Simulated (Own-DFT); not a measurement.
## Calculated data, Si2SnGe5 (diamond-structure random alloy, strained, atoms displaced)

All values are calculated (Own-DFT development build). A calculation, not a measurement: plane-wave density functional theory by an unreviewed code, no spin, of a simulated periodic cell, stress positive in tension, run twice, with PBE and with PBEsol, both on files made for PBE, so the change isn't that of files made for PBEsol, forces on such cells moved up to 12 meV/angstrom on a denser k mesh; the far tail of each file's local potential was reset to the Coulomb form; each entry is a single point on an unrelaxed cell, so the pressure reflects the starting lattice, mostly measured values (interpolated for alloys), from which strain is counted, and rises with the displacements; printed positions are rounded, which can move forces by about a meV/angstrom; the program, named Own-DFT, is a retired in-house code; no spin-orbit coupling; stress was not checked against mesh or cutoff.

Settings shared by all entries: functional PBE, then PBEsol; potential files PseudoDojo norm-conserving, scalar-relativistic, standard set; wave cutoff 49 hartree; occupations Fermi-Dirac; smearing width 0.1 eV; k mesh 3 x 3 x 3 centred on Gamma.

(1) Si2SnGe5 (diamond-structure random alloy, strained, atoms displaced)

```
cell vectors (Å)
  11.3532     0.0000     0.0000
   0.0000    11.3532     0.0000
   0.0000     0.0000    11.4103
atoms (fractions of the cell vectors)
Ge  0.00038  0.00011  0.00136
Si  0.00819  0.24306  0.24657
Ge  0.24769  0.99126  0.25379
Ge  0.24806  0.25026  0.99315
Ge  0.12554  0.13047  0.13029
Ge  0.12809  0.37951  0.37518
Ge  0.37942  0.11951  0.36987
Ge  0.36966  0.37729  0.12042
Si  0.99183  0.00434  0.50350
Ge  0.99596  0.25225  0.74899
Ge  0.25078  0.99515  0.74569
Ge  0.24516  0.25114  0.49960
Ge  0.12337  0.12924  0.62209
Ge  0.13181  0.37355  0.86906
Ge  0.36967  0.11823  0.86920
Ge  0.37565  0.37561  0.63128
Ge  0.00397  0.49906  0.99820
Ge  0.99509  0.75439  0.25118
Ge  0.25110  0.49516  0.25163
Si  0.25163  0.75082  0.00741
Si  0.12584  0.62573  0.12056
Si  0.13497  0.87393  0.37108
Ge  0.37360  0.61916  0.37221
Si  0.37522  0.86901  0.13297
Si  0.99176  0.50607  0.49541
Si  0.00358  0.75174  0.75679
Si  0.24762  0.49102  0.75369
Ge  0.25137  0.76061  0.49580
Ge  0.12483  0.62195  0.62545
Si  0.12086  0.88291  0.87902
Ge  0.37873  0.62297  0.87732
Ge  0.37172  0.87648  0.62558
Ge  0.50094  0.99823  0.99649
Sn  0.50593  0.24941  0.25720
Si  0.74971  0.99084  0.24728
Sn  0.75573  0.24689  0.00020
Sn  0.62859  0.13399  0.12547
Ge  0.62397  0.37856  0.38132
Ge  0.87296  0.12031  0.38039
Si  0.87905  0.37313  0.12475
Ge  0.49631  0.99640  0.50512
Ge  0.49731  0.25328  0.74778
Sn  0.75279  0.00098  0.74534
Sn  0.75116  0.24364  0.49977
Ge  0.62400  0.13000  0.62712
Si  0.62483  0.37664  0.88195
Sn  0.87268  0.12720  0.87331
Ge  0.86376  0.36953  0.62142
Ge  0.49535  0.49494  0.00053
Ge  0.49384  0.75166  0.25326
Si  0.74443  0.49351  0.25616
Si  0.75269  0.74940  0.99777
Ge  0.62321  0.61929  0.12494
Sn  0.62877  0.87447  0.37419
Ge  0.86990  0.62692  0.37467
Si  0.88481  0.86903  0.12305
Sn  0.50011  0.49283  0.49779
Ge  0.49486  0.75298  0.75590
Ge  0.74878  0.49515  0.74215
Ge  0.74895  0.74731  0.49967
Ge  0.63093  0.62581  0.61803
Ge  0.63467  0.87884  0.87815
Ge  0.87722  0.63186  0.87629
Ge  0.87096  0.87702  0.62594
```

It finds PBE pressure 6.02 GPa; PBE stress xx -6.02 GPa; PBE stress yy -6.05 GPa; PBE stress zz -5.98 GPa; PBE stress yz 0 GPa; PBE stress xz 1.49 GPa; PBE stress xy 0.1 GPa; PBEsol pressure 3.33 GPa; PBEsol stress xx -3.34 GPa; PBEsol stress yy -3.35 GPa; PBEsol stress zz -3.29 GPa; PBEsol stress yz 0 GPa; PBEsol stress xz 1.44 GPa; PBEsol stress xy 0.09 GPa; rms change of force components from PBE to PBEsol 0.052 eV/Å.

Force:
| force element | PBE force x (eV/Å) | PBE force y (eV/Å) | PBE force z (eV/Å) | PBEsol force x (eV/Å) | PBEsol force y (eV/Å) | PBEsol force z (eV/Å) |
| --- | --- | --- | --- | --- | --- | --- |
| Ge | 0.687 | -0.392 | 1.051 | 0.662 | -0.317 | 1.016 |
| Si | -1.509 | 1.419 | 1.207 | -1.44 | 1.356 | 1.208 |
| Ge | 0.767 | 0.923 | -1.049 | 0.769 | 0.964 | -1.024 |
| Ge | 0.306 | -0.551 | 0.549 | 0.291 | -0.524 | 0.529 |
| Ge | 0.692 | -1.176 | -0.879 | 0.706 | -1.18 | -0.899 |
| Ge | -1.397 | -0.439 | 0.142 | -1.277 | -0.431 | 0.132 |
| Ge | -1.809 | -0.829 | 1.793 | -1.752 | -0.809 | 1.747 |
| Ge | -0.14 | -0.526 | 0.137 | -0.132 | -0.491 | 0.13 |
| Si | 1.451 | -0.974 | -0.328 | 1.386 | -0.926 | -0.293 |
| Ge | 1.394 | 1.054 | -1.128 | 1.354 | 1.012 | -1.096 |
| Ge | -1.423 | 0.394 | 0.387 | -1.334 | 0.416 | 0.348 |
| Ge | 1.037 | -0.15 | -0.204 | 0.994 | -0.142 | -0.191 |
| Ge | -0.506 | -0.676 | 0.237 | -0.462 | -0.614 | 0.254 |
| Ge | -1.372 | -0.101 | 0.356 | -1.369 | -0.147 | 0.392 |
| Ge | 0.67 | 0.483 | 0.244 | 0.653 | 0.472 | 0.226 |
| Ge | -1.641 | -0.713 | 0.245 | -1.545 | -0.736 | 0.209 |
| Ge | -0.09 | 0.134 | 0.293 | -0.087 | 0.13 | 0.226 |
| Ge | 1.427 | -0.752 | -0.009 | 1.36 | -0.767 | 0.024 |
| Ge | -0.669 | 1.082 | -1.066 | -0.618 | 1.015 | -0.999 |
| Si | -0.283 | 0.237 | -0.57 | -0.243 | 0.209 | -0.605 |
| Si | 0.015 | 0.052 | 0.728 | -0.028 | 0.003 | 0.748 |
| Si | -2.517 | 0.294 | 0.945 | -2.432 | 0.268 | 0.903 |
| Ge | -0.826 | 1.36 | -0.272 | -0.791 | 1.321 | -0.277 |
| Si | -0.304 | 0.567 | -1.248 | -0.253 | 0.594 | -1.17 |
| Si | 0.461 | -0.734 | 0.555 | 0.451 | -0.716 | 0.542 |
| Si | 0.112 | 0.449 | -0.463 | 0.066 | 0.398 | -0.487 |
| Si | 0.855 | 1.585 | -0.657 | 0.844 | 1.545 | -0.643 |
| Ge | -0.091 | -1.628 | 0.234 | -0.037 | -1.607 | 0.264 |
| Ge | -0.148 | 0.264 | 0.091 | -0.123 | 0.282 | 0.066 |
| Si | 0.943 | -1.271 | -0.192 | 0.925 | -1.168 | -0.18 |
| Ge | -1.371 | 0.012 | 0 | -1.264 | 0.004 | 0.002 |
| Ge | 0.511 | -0.561 | 0.126 | 0.493 | -0.53 | 0.114 |
| Ge | -0.979 | -0.662 | 0.416 | -0.915 | -0.616 | 0.368 |
| Sn | -2.37 | 2.207 | 0.353 | -2.303 | 2.142 | 0.35 |
| Si | 2.406 | 0.846 | -1.02 | 2.326 | 0.864 | -0.969 |
| Sn | -0.185 | 4.674 | 0.066 | -0.191 | 4.471 | 0.06 |
| Sn | -0.46 | -4.678 | 0.404 | -0.479 | -4.521 | 0.361 |
| Ge | 2.271 | -0.379 | -1.579 | 2.164 | -0.407 | -1.496 |
| Ge | 1.522 | -1.335 | -2.766 | 1.434 | -1.256 | -2.647 |
| Si | 0.929 | 0.936 | 1.602 | 0.914 | 0.92 | 1.505 |
| Ge | -0.039 | 1.215 | 0.347 | -0.045 | 1.177 | 0.332 |
| Ge | 0.564 | -0.235 | 1.34 | 0.517 | -0.253 | 1.256 |
| Sn | -2.018 | -0.672 | -0.86 | -1.968 | -0.659 | -0.838 |
| Sn | -1.07 | 0.252 | -0.933 | -1.047 | 0.248 | -0.889 |
| Ge | -2.408 | -0.695 | 0.09 | -2.331 | -0.674 | 0.086 |
| Si | -0.72 | 0.511 | -1.536 | -0.71 | 0.502 | -1.51 |
| Sn | 3.649 | -1.1 | -0.474 | 3.559 | -1.069 | -0.468 |
| Ge | 2.81 | 1.967 | 0.979 | 2.69 | 1.885 | 0.984 |
| Ge | 0.764 | 0.319 | -0.217 | 0.698 | 0.343 | -0.174 |
| Ge | -0.113 | -1.394 | -0.95 | -0.081 | -1.393 | -0.875 |
| Si | 0.947 | 0.382 | -0.979 | 0.884 | 0.402 | -0.922 |
| Si | 0.061 | -0.03 | 0.981 | 0.024 | -0.062 | 0.919 |
| Ge | 0.358 | 0.492 | 0.148 | 0.284 | 0.471 | 0.144 |
| Sn | -0.802 | 0.115 | 0.345 | -0.833 | 0.056 | 0.395 |
| Ge | 0.033 | -0.524 | -0.473 | 0.018 | -0.436 | -0.448 |
| Si | -1.599 | 0.638 | -0.276 | -1.492 | 0.628 | -0.268 |
| Sn | -0.991 | 1.823 | 1.425 | -0.953 | 1.766 | 1.379 |
| Ge | 1.152 | -0.138 | -0.558 | 1.11 | -0.133 | -0.538 |
| Ge | -0.347 | 0.74 | 1.494 | -0.318 | 0.731 | 1.396 |
| Ge | 1.366 | -0.222 | 0.842 | 1.316 | -0.225 | 0.817 |
| Ge | -0.64 | 0.484 | 1.66 | -0.597 | 0.461 | 1.594 |
| Ge | -1.473 | -1.498 | 0.778 | -1.468 | -1.406 | 0.72 |
| Ge | -0.182 | -0.777 | -0.487 | -0.164 | -0.81 | -0.473 |
| Ge | 2.331 | -2.103 | -1.417 | 2.193 | -2.032 | -1.37 |

(2) Si2SnGe5 (diamond-structure random alloy, strained, atoms displaced)

```
cell vectors (Å)
  11.3532     0.0000     0.0000
   0.0000    11.3532     0.0000
   0.0000     0.0000    11.4103
atoms (fractions of the cell vectors)
Ge  0.00314  0.00367  0.99924
Si  0.99583  0.24605  0.25240
Ge  0.25633  0.99821  0.24575
Ge  0.24625  0.25676  0.99702
Ge  0.11624  0.12204  0.11586
Si  0.11472  0.36650  0.37571
Ge  0.37433  0.12578  0.37450
Ge  0.37057  0.37389  0.12675
Ge  0.00602  0.00298  0.49244
Ge  0.99970  0.24628  0.75136
Sn  0.24904  0.00528  0.74978
Ge  0.25442  0.25071  0.50196
Si  0.12173  0.11828  0.62381
Ge  0.13054  0.37080  0.88000
Ge  0.37818  0.12625  0.87589
Ge  0.37581  0.37278  0.61702
Sn  0.99986  0.49696  0.99994
Si  0.00232  0.75245  0.25135
Ge  0.24671  0.49961  0.24734
Ge  0.25410  0.75485  0.00304
Sn  0.12686  0.62465  0.11902
Ge  0.12127  0.87427  0.36792
Si  0.37560  0.62048  0.36811
Ge  0.37528  0.87034  0.11891
Ge  0.99492  0.50344  0.49962
Ge  0.00562  0.74868  0.74475
Ge  0.23710  0.50318  0.75656
Sn  0.25807  0.74668  0.49426
Ge  0.12120  0.62878  0.62659
Ge  0.11376  0.87780  0.87737
Sn  0.38036  0.62889  0.86604
Sn  0.38084  0.87138  0.63021
Ge  0.50580  0.00274  0.99755
Si  0.49685  0.25067  0.25338
Ge  0.75187  0.99524  0.25064
Si  0.75556  0.24954  0.99270
Si  0.62138  0.11530  0.11720
Ge  0.61916  0.37400  0.37362
Si  0.87328  0.12814  0.37461
Ge  0.86658  0.37676  0.12865
Si  0.50255  0.00196  0.50311
Ge  0.49469  0.24670  0.74572
Si  0.74651  0.00704  0.74983
Ge  0.74843  0.24885  0.50380
Ge  0.62174  0.12549  0.63048
Si  0.62849  0.37983  0.87784
Ge  0.87546  0.13024  0.88276
Ge  0.87156  0.37070  0.61704
Ge  0.49560  0.49856  0.00163
Si  0.50191  0.74948  0.24945
Si  0.74948  0.49479  0.25580
Ge  0.74981  0.74904  0.99269
Si  0.62559  0.62776  0.11597
Sn  0.63067  0.87748  0.37278
Ge  0.86990  0.62734  0.37767
Si  0.86379  0.87822  0.12610
Sn  0.51013  0.49694  0.49879
Ge  0.50270  0.74903  0.75497
Ge  0.75590  0.50039  0.74834
Ge  0.74397  0.74930  0.49644
Ge  0.62083  0.62176  0.62307
Ge  0.62694  0.87167  0.87242
Ge  0.87659  0.62291  0.87526
Ge  0.87670  0.87079  0.62328
```

The calculation gives: PBE pressure 5.65 GPa; PBE stress xx -5.72 GPa; PBE stress yy -5.84 GPa; PBE stress zz -5.41 GPa; PBE stress yz -0.91 GPa; PBE stress xz -0.44 GPa; PBE stress xy -0.39 GPa; PBEsol pressure 2.97 GPa; PBEsol stress xx -3.03 GPa; PBEsol stress yy -3.15 GPa; PBEsol stress zz -2.73 GPa; PBEsol stress yz -0.88 GPa; PBEsol stress xz -0.42 GPa; PBEsol stress xy -0.38 GPa; rms change of force components from PBE to PBEsol 0.054 eV/Å.

Force:
| force element | PBE force x (eV/Å) | PBE force y (eV/Å) | PBE force z (eV/Å) | PBEsol force x (eV/Å) | PBEsol force y (eV/Å) | PBEsol force z (eV/Å) |
| --- | --- | --- | --- | --- | --- | --- |
| Ge | -2.211 | -1.224 | 0.209 | -2.101 | -1.148 | 0.171 |
| Si | -0.25 | 0.144 | -0.392 | -0.243 | 0.142 | -0.474 |
| Ge | -0.754 | 0.182 | -0.325 | -0.731 | 0.166 | -0.314 |
| Ge | 1.129 | -1.643 | 1.005 | 1.089 | -1.58 | 0.965 |
| Ge | 1.46 | 1.234 | 1.775 | 1.432 | 1.16 | 1.67 |
| Si | 0.782 | 0.593 | -0.024 | 0.808 | 0.623 | 0.021 |
| Ge | 0.526 | -0.238 | 0.258 | 0.447 | -0.229 | 0.258 |
| Ge | 0.47 | -0.257 | 0.356 | 0.408 | -0.204 | 0.307 |
| Ge | -0.982 | -0.052 | 0.289 | -0.943 | -0.119 | 0.269 |
| Ge | 0.306 | 0.131 | -0.649 | 0.268 | 0.144 | -0.59 |
| Sn | -1.192 | 0.106 | 1.288 | -1.107 | 0.059 | 1.307 |
| Ge | -1.759 | -0.605 | -0.465 | -1.633 | -0.584 | -0.448 |
| Si | -0.6 | 1.914 | -1.052 | -0.594 | 1.877 | -1.035 |
| Ge | -0.778 | -0.279 | -1.946 | -0.747 | -0.264 | -1.881 |
| Ge | 0.294 | 0.996 | 1.099 | 0.286 | 0.965 | 1.046 |
| Ge | -1.139 | 0.167 | 1.945 | -1.097 | 0.127 | 1.876 |
| Sn | -1.683 | -1.77 | -0.934 | -1.63 | -1.716 | -0.916 |
| Si | -1.866 | 0.412 | -0.287 | -1.793 | 0.381 | -0.249 |
| Ge | 0.553 | -1.318 | 1.828 | 0.544 | -1.282 | 1.698 |
| Ge | -0.575 | 0.939 | -1.513 | -0.553 | 0.916 | -1.457 |
| Sn | 0.698 | 2.102 | 2.021 | 0.731 | 2.004 | 1.933 |
| Ge | 0.244 | 0.624 | -0.345 | 0.272 | 0.649 | -0.294 |
| Si | 0.842 | -0.357 | -1.548 | 0.786 | -0.388 | -1.492 |
| Ge | 1.289 | 0.822 | 0.998 | 1.201 | 0.823 | 0.935 |
| Ge | 0.421 | -0.565 | -0.191 | 0.365 | -0.516 | -0.153 |
| Ge | -1.28 | 0.431 | 1.081 | -1.234 | 0.416 | 1.045 |
| Ge | 0.408 | -0.995 | -1.639 | 0.393 | -0.953 | -1.581 |
| Sn | -1.622 | -0.733 | -1.054 | -1.626 | -0.67 | -0.967 |
| Ge | 0.128 | -1.383 | -0.415 | 0.112 | -1.339 | -0.38 |
| Ge | 0.849 | -0.947 | 0.177 | 0.826 | -0.911 | 0.17 |
| Sn | -1.706 | -1.297 | 1.72 | -1.663 | -1.257 | 1.679 |
| Sn | 1.505 | 0.863 | -0.632 | 1.432 | 0.796 | -0.57 |
| Ge | -0.827 | -1.038 | -0.278 | -0.849 | -1.053 | -0.316 |
| Si | 0.339 | -0.719 | -1.14 | 0.299 | -0.675 | -1.082 |
| Ge | 1.062 | 2.648 | -1.599 | 0.988 | 2.533 | -1.511 |
| Si | -1.77 | 0.549 | 1.332 | -1.655 | 0.526 | 1.309 |
| Si | 1.198 | 1.943 | 1.237 | 1.168 | 1.84 | 1.208 |
| Ge | 2.188 | -1.973 | -1.856 | 2.123 | -1.901 | -1.721 |
| Si | 0.145 | -0.247 | -0.063 | 0.097 | -0.288 | -0.016 |
| Ge | -0.268 | -1.45 | 0.76 | -0.22 | -1.383 | 0.702 |
| Si | -0.022 | 1.256 | -0.36 | -0.018 | 1.238 | -0.348 |
| Ge | 0.665 | 1.253 | 0.918 | 0.624 | 1.177 | 0.857 |
| Si | 0.833 | -0.8 | 0.317 | 0.812 | -0.778 | 0.312 |
| Ge | -0.5 | -0.645 | -1.016 | -0.506 | -0.584 | -0.94 |
| Ge | 0.214 | -0.375 | -0.676 | 0.188 | -0.29 | -0.656 |
| Si | -0.186 | -0.716 | -0.418 | -0.222 | -0.658 | -0.446 |
| Ge | -0.092 | -0.89 | -1.205 | -0.007 | -0.87 | -1.182 |
| Ge | 0.813 | 0.504 | 1.077 | 0.775 | 0.5 | 1.042 |
| Ge | 1.366 | -0.639 | 0.595 | 1.265 | -0.615 | 0.572 |
| Si | -0.769 | -1.206 | -1.197 | -0.748 | -1.112 | -1.174 |
| Si | -0.66 | 1.059 | -0.74 | -0.616 | 1.012 | -0.691 |
| Ge | 0.246 | 0.127 | 0.945 | 0.233 | 0.126 | 0.845 |
| Si | -0.099 | -0.554 | 1.379 | -0.093 | -0.547 | 1.282 |
| Sn | -2.241 | -0.026 | 0.4 | -2.093 | -0.03 | 0.39 |
| Ge | 0.422 | -0.14 | -0.954 | 0.403 | -0.138 | -0.848 |
| Si | 1.772 | -0.813 | -0.441 | 1.701 | -0.768 | -0.456 |
| Sn | -2.443 | 0.817 | -0.461 | -2.337 | 0.755 | -0.407 |
| Ge | 3.07 | 0.563 | -1.35 | 2.975 | 0.548 | -1.313 |
| Ge | -0.799 | -0.291 | 0.019 | -0.748 | -0.247 | -0.01 |
| Ge | 1.303 | -1.154 | 1.947 | 1.277 | -1.129 | 1.882 |
| Ge | 2.02 | 1.749 | 1.974 | 1.968 | 1.7 | 1.91 |
| Ge | 0.386 | 1.07 | -0.259 | 0.335 | 0.993 | -0.224 |
| Ge | -0.445 | 1.139 | -1.462 | -0.438 | 1.099 | -1.429 |
| Ge | -0.427 | 1.001 | -0.065 | -0.385 | 0.931 | -0.087 |
